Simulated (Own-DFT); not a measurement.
# How HSE06 shifts the pressure of alpha-quartz SiO2, 70 atoms (O46Si24), with two O vacancies

All values are computed. Each geometry was run twice at fixed positions with Own-DFT, a retired in-house plane-wave program that no person has reviewed: with PBE, and with HSE06 (exact exchange share 0.25 at short range, screening 0.11 per bohr, Gygi-Baldereschi treatment of its divergence). Both used PseudoDojo norm-conserving files made for PBE, a cutoff of 48 hartree, the Gamma point alone, fixed occupations, a neutral cell and no spin. One k point on a cell 8.5 Å thick isn't converged, and results move with the size of the cell. The oxygen file's force components were 24 meV/Å off all-electron values in a glass.

Unstrained cell vectors in Å: (9.827, 0.000, 0.000); (-4.913, 8.510, 0.000); (0.000, 0.000, 10.810), volume V0 = 904.1 Å³, from measured lattice constants. Each geometry has its own random strain of a few per cent, its own defect sites and random moves of rms u per axis. HSE06 gave the energy alone. D is its energy less that of PBE, over the lowest D shown. The PBE stress wasn't checked against mesh or cutoff.

| run | V - V0 (Å³) | u (Å) | P with PBE (GPa) | D (eV) |
|---|---|---|---|---|
| 1 | 9.0 | 0.0289 | 4.45 | 1.212 |
| 2 | 18.7 | 0.0301 | 3.68 | 1.286 |
| 3 | -9.2 | 0.0292 | 9.48 | 0.472 |
| 4 | -28.5 | 0.0292 | 13.97 | 0.000 |
| 5 | 18.0 | 0.0310 | 3.99 | 1.207 |
| 6 | -1.7 | 0.0281 | 8.07 | 0.683 |
| 7 | -16.8 | 0.0324 | 12.59 | 0.368 |
| 8 | 10.9 | 0.0288 | 4.79 | 1.087 |
| 9 | -11.5 | 0.0293 | 9.39 | 0.430 |
| 10 | -17.4 | 0.0311 | 10.84 | 0.368 |
| 11 | 18.8 | 0.0316 | 3.87 | 1.251 |
| 12 | -3.7 | 0.0291 | 8.29 | 0.616 |
| 13 | 24.6 | 0.0304 | 3.48 | 1.309 |
| 14 | -18.8 | 0.0312 | 12.46 | ? |

## What the rows give

D = 0.77 + 0.0261 (V - V0) eV, with an error of 0.0014 on the volume slope and a scatter of 0.08 eV. Pressure is -dE/dV, and 1 eV/Å³ is 160.2 GPa, so HSE06 changes the pressure by -4.2 ± 0.2 GPa. Turning this into a change of volume would need the relaxed stiffness: quartz yields by tilting its tetrahedra, which these fixed-ion runs don't allow.

## Test on the hidden row

Question: what D should run 14 give?

The fitted form gives 0.28 eV, with rows scattering by 0.08. The calculation gave 0.219 eV.
